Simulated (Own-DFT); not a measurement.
# Biaxial strain at fixed height in wurtzite GaN, 72 atoms (Ga36N36)

Everything here is calculated. The program is Own-DFT (plane waves, in-house, since retired, never reviewed by a person); positions were held fixed, and spin and spin-orbit coupling were off.

Common settings: PBE; PseudoDojo norm-conserving scalar-relativistic files; cutoff 42 hartree; 4 x 4 x 3 k mesh centred on Gamma; Fermi-Dirac smearing of 0.1 eV.

Limits: forces not confirmed at this smearing and k mesh; stress not checked against mesh or cutoff.

Unstrained cell vectors in Å: (9.567, 0.000, 0.000); (-4.784, 8.285, 0.000); (0.000, 0.000, 10.370). The unstrained cell has measured lattice constants (interpolated for alloys), not those of this functional. That, the random moves and any unrelaxed bonds set the pressure at no strain. Each run strains x and y alike by e, as a substrate would, and holds the height along z. Each coordinate of each atom was shifted by a normal deviate of width 0.05 Å. Stress is positive in tension.

```
e (%),u (Å),(s_xx + s_yy)/2 (GPa),s_zz (GPa)
-1.75,0.051,-18.69,-9.95
-1.00,0.051,-12.38,-11.33
-0.50,0.046,?,?
-0.25,0.053,-8.99,-8.22
0.25,0.052,-6.41,-8.62
1.00,0.050,-2.24,-7.20
1.25,0.052,-1.26,-6.17
2.00,0.050,2.26,-5.06
2.25,0.046,3.23,-3.39
2.75,0.047,4.92,-2.57
```

## Worked fit

With e as a fraction, the in-plane stress is -7.4 + 553 e - 3740 e² GPa (errors 14 and 836, scatter 0.46), and s_zz is -8.3 + 182 e GPa (slope ± 22, scatter 0.97). At e = 0 the first slope is C11 + C12 and the second 2 C13, both with the ions held to the strained lattice and at the cell's own pressure. The term in e² is negative: the layer stiffens under compression and softens under tension. A free layer would change its height as e changes, and the in-plane slope would drop by 2 C13²/C33 to the biaxial modulus. At fixed height, a misfit of 1 % moves the in-plane stress by about 5.5 GPa and s_zz by 1.8 GPa.

## The run left out

Question: what are the two stresses at e = -0.50 %?

The fitted form gives -10.3 and -9.2 GPa. The calculation gave -10.03 and -8.28 GPa.
